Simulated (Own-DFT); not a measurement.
# One host, several defects: 4H SiC

The numbers are computed, not measured, by runs of the plane-wave DFT program Own-DFT (in-house, retired, unreviewed) at fixed positions, with no spin and no spin-orbit coupling.

All runs used: PBE; PseudoDojo norm-conserving scalar-relativistic files; cutoff 42 hartree; 4 x 4 x 3 k mesh centred on Gamma; Fermi-Dirac smearing of 0.1 eV.

Keep in mind (not all hold for every row): a neutral cation vacancy leaves holes that likely carry spin, which these runs leave out; some atoms lie very close together; not probed for a lower state with spin; forces on such cells failed a check on a denser k mesh; forces on such cells passed a denser k mesh, each cell not checked; stress not checked against mesh or cutoff.

All runs share one cell, with vectors in Å (9.248, 0.000, 0.000); (-4.624, 8.009, 0.000); (0.000, 0.000, 10.068) and a volume of 745.7 Å³. Atoms were moved at random from their sites; u is the rms move along one axis. The defect's site can differ from row to row.

```
                    cell     formula   u (Å)  P (GPa)
               no defect     C36Si36  0.0265     3.50
               no defect     C36Si36  0.0559     5.79
               no defect     C36Si36  0.0629     6.02
two Al on a Si site each  Al2C36Si34  0.0275     5.65
two Al on a Si site each  Al2C36Si34  0.0324     6.11
two Al on a Si site each  Al2C36Si34  0.0512     7.50
          one Si vacancy     C36Si35  0.0291     2.90
          one Si vacancy     C36Si35  0.0294     3.28
          one Si vacancy     C36Si35  0.0307     3.23
      one C on a Si site     C37Si35  0.0483     3.55
      one C on a Si site     C37Si35  0.0497     3.24
      one C on a Si site     C37Si35  0.0544     3.80
      one Si on a C site     C35Si37  0.0452    11.73
      one Si on a C site     C35Si37  0.0481        ?
      one Si on a C site     C35Si37  0.0492    10.83
      one Si on a C site     C35Si37  0.0536    11.63
```

## What the rows give

P = P0 + c u² + a shift for each defect gives P0 = 3.01 GPa, c = 805 ± 120 GPa/Å² and a scatter of 0.35 GPa. The shifts, and each times the cell's volume:

- one Si on a C site: 6.42 ± 0.28 GPa, 29.9 eV
- two Al on a Si site each: 2.22 ± 0.31 GPa, 10.3 eV (5.2 eV for each of its 2 sites)
- one Si vacancy: -0.58 ± 0.35 GPa, -2.7 eV (not resolved)
- one C on a Si site: -1.56 ± 0.28 GPa, -7.3 eV

Positive is outwards. The product with the volume (160.2 GPa Å³ to the eV) is nearly free of the cell's size; divided by the bulk modulus at the cell's pressure it gives the volume that the defect adds. The atoms around the defects weren't relaxed, which would change these numbers.

## Prediction

The question: what pressure belongs in the blank (one Si on a C site, u = 0.0481 Å)?

The fitted form gives 11.29 ± 0.40 GPa. The hidden result is 11.34 GPa.
